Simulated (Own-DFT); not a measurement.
# Strain and stress in wurtzite GaN, 96 atoms (Ga48N48)

All numbers below are calculated, not measured. The program, named Own-DFT, is a retired in-house plane-wave density functional code that no person has reviewed. Each row is one single-point run on a periodic cell that was not relaxed, without spin or spin-orbit coupling.

Settings of every run: PBE; PseudoDojo norm-conserving scalar-relativistic files; cutoff 42 hartree; 3 x 4 x 3 k mesh centred on Gamma; Fermi-Dirac smearing of 0.1 eV.

Known limits: forces on such cells passed a denser k mesh, each cell not checked; stress not checked against mesh or cutoff.

Unstrained cell vectors in Å: (12.756, 0.000, 0.000); (-4.783, 8.285, 0.000); (0.000, 0.000, 10.370). The unstrained cell has measured lattice constants (interpolated for alloys), not those of this functional. That, the random moves and any unrelaxed bonds set the pressure at no strain. Each run strains this cell uniformly, with the atoms carried along. Every atom was also moved at random, by a Gaussian of width 0.05 Å on each axis. Strain is the symmetric tensor, in per cent. Stress is positive in tension, and the pressure is minus a third of its trace.

```
run  e_xx (%)  e_yy (%)  e_zz (%)  e_yz (%)  e_xz (%)  e_xy (%)  s_xx (GPa)  s_yy (GPa)  s_zz (GPa)  s_yz (GPa)  s_xz (GPa)  s_xy (GPa)  P (GPa)  E (meV/atom)
  1      1.94      0.40     -0.64     -1.33      0.31      1.54       -2.36       -4.00       -7.72       -3.05        1.17        4.44     4.69          19.3
  2      0.95     -0.84      0.45     -1.18      0.81     -1.10       -5.64       -8.91       -5.22       -2.45        2.50       -3.95     6.59          15.8
  3     -1.68      0.91     -0.92     -0.55     -1.17      0.83      -14.77       -5.31      -14.52       -1.15       -2.69        1.87    11.53          34.7
  4     -0.41      0.01     -1.30     -0.56      0.67      1.37      -10.81       -9.42      -14.97       -2.14        1.80        5.63    11.73          38.7
  5     -1.68      1.07     -1.65      1.72     -1.60      0.04      -16.38       -7.09      -15.32        4.86       -2.93        0.49    12.93          47.7
  6      1.32      1.89      1.74     -0.48     -0.53     -1.45       -0.84        2.41        2.09       -0.77       -1.37       -3.63    -1.22           5.7
  7      0.32      0.24     -1.74     -0.67     -0.73     -0.97       -7.30       -7.39      -16.11       -0.92       -1.68       -3.14    10.27          27.2
  8      0.58      1.55      0.84     -0.29      1.76     -1.14       -3.04       -0.86       -1.40       -0.12        3.41       -3.07     1.77           0.0
  9     -0.99     -1.85      0.80      1.79      0.86      1.76      -13.77      -16.64       -6.73        3.86        1.31        4.65    12.38          46.7
 10      1.96     -0.27     -0.58      1.40      0.13      0.04       -0.23       -7.04       -8.31        2.82        0.27        0.32     5.19           4.6
 11      0.44      1.62      1.31      0.54     -0.05      1.97       -3.82        0.19       -1.06        1.28       -0.29        5.77     1.57          10.2
 12     -0.24      0.52      1.85     -0.38      1.67     -1.12       -6.31       -4.61       -0.15       -0.54        3.15       -4.71     3.69           8.9
 13      1.79     -1.94     -1.98      1.01      1.85     -0.38       -6.29      -16.61      -15.46        2.83        4.73       -2.21    12.79          54.1
 14     -1.58     -1.44     -1.85     -1.76      0.32      1.03      -18.47      -16.96      -20.56       -3.22        1.44        1.71    18.66          68.4
 15      1.52     -0.02     -0.71     -0.14     -0.61      1.40       -0.79       -7.31      -11.16       -0.15       -0.97        4.52     6.42          20.7
 16      1.58      0.37     -1.85      0.52      1.85      1.02       -2.39       -6.99      -14.19        1.80        3.26        4.68     7.86          28.0
 17     -1.71     -1.54     -0.94      0.89      0.66      1.63           ?           ?           ?           ?           ?           ?        ?             ?
```

E is the free energy for each atom above the lowest run shown.

## Worked fit

Each stress component was fitted by least squares to a constant and the strains of the runs shown, as fractions, with shears doubled. Shear strains stay in the fit of a normal stress only where such slopes are resolved. The slopes, in GPa:

```
stress,at no strain,per e_xx,per e_yy,per e_zz,scatter
s_xx,-8.4,407 ± 23,117 ± 28,83 ± 24,1.16
s_yy,-7.9,99 ± 15,420 ± 18,79 ± 15,0.75
s_zz,-8.2,128 ± 19,72 ± 23,448 ± 20,0.97
```

Each shear stress against twice its own strain: yz 115 ± 6, xz 98 ± 7, xy 158 ± 9 GPa. These are stiffnesses along x, y and z of the frame in which the cell vectors are given, which need not be the crystal's axes. The atoms are held to the strained lattice; where symmetry lets them move under strain, relaxing them would lower some slopes. The table should be nearly symmetric about its diagonal, and what it lacks of that shows the noise. A ninth of its sum, 206 ± 4 GPa, estimates the bulk modulus near the mean pressure of these runs, 7.9 GPa, so it lies above the value at zero pressure.

## Withheld run

Question: what normal stresses and pressure should run 17 give?

The fit gives s_xx = -17.9, s_yy = -16.8, s_zz = -15.8 and P = 16.8 GPa. The calculation gave -20.02, -18.41, -13.16 and P = 17.20 GPa.
